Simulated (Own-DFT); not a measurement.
# Hybrid less PBE against volume: monoclinic HfO2, 94 atoms (Hf32O62), with two O vacancies

These are calculations. Each geometry was run twice at fixed positions with Own-DFT, a retired in-house plane-wave program that no person has reviewed: with PBE, and with HSE06 (exact exchange share 0.25 at short range, screening 0.11 per bohr, Gygi-Baldereschi treatment of its divergence). Both used PseudoDojo norm-conserving files made for PBE, a cutoff of 48 hartree, the Gamma point alone, fixed occupations, a neutral cell and no spin. The unstrained cell is 10.1 Å across at its thinnest, so Gamma alone is coarse and defects feel their images. The hafnium file keeps the 4f electrons in the core, and its forces lie about 75 meV/Å off all-electron values. The oxygen file's force components were 24 meV/Å off all-electron values in a glass.

Unstrained cell vectors in Å: (10.234, 0.000, 0.000); (0.000, 10.350, 0.000); (-1.696, 0.000, 10.445), volume V0 = 1106.4 Å³, from measured lattice constants. Each geometry has its own random strain of a few per cent, its own defect sites and random moves of rms u per axis. HSE06 gave the energy alone. D is its energy less that of PBE, over the lowest D shown. The PBE stress wasn't checked against mesh or cutoff.

| run | V - V0 (Å³) | u (Å) | P with PBE (GPa) | D (eV) |
|---|---|---|---|---|
| 1 | 11.3 | 0.0500 | 2.14 | 1.170 |
| 2 | -31.4 | 0.0295 | 10.61 | 0.000 |
| 3 | -3.5 | 0.0277 | 4.65 | 0.525 |
| 4 | 41.4 | 0.0302 | -4.91 | 1.758 |
| 5 | 17.8 | 0.0297 | 0.23 | 1.121 |
| 6 | 26.8 | 0.0488 | -0.45 | 1.626 |
| 7 | -5.4 | 0.0467 | 6.56 | 0.637 |
| 8 | 45.3 | 0.0311 | -4.26 | 1.757 |
| 9 | 11.9 | 0.0487 | 2.36 | 1.123 |
| 10 | 3.7 | 0.0526 | 5.59 | 1.002 |
| 11 | -18.3 | 0.0309 | 8.34 | 0.202 |
| 12 | -14.2 | 0.0289 | 6.32 | 0.399 |
| 13 | -14.9 | 0.0297 | 7.86 | 0.346 |
| 14 | -30.2 | 0.0499 | 12.92 | ? |

## Fit

D = 0.59 + 0.0244 (V - V0) + 117 u² eV, with an error of 0.0008 on the volume slope, 23 on the last term and a scatter of 0.06 eV. Pressure is -dE/dV, and 1 eV/Å³ is 160.2 GPa, so HSE06 changes the pressure by -3.9 ± 0.1 GPa. With the ions held to the strained lattice, the PBE pressure falls by 230 ± 9 GPa per unit of volume strain; the shape of the strain isn't fitted, so the true error is larger, and a relaxed crystal would be softer. On that slope HSE06's volume at a given pressure is about 1.7 % smaller, or 0.6 % in lengths. At u = 0 and V0 the PBE pressure is 3.5 GPa, which puts the zero-pressure volume, against the measured cell and with the defects in, at +1.5 % for PBE and -0.2 % for HSE06, each good to a few tenths of a per cent.

## Check

Q: what D should run 14 give?

From the fit: 0.15 eV, with rows scattering by 0.06. The run itself gave 0.095 eV.
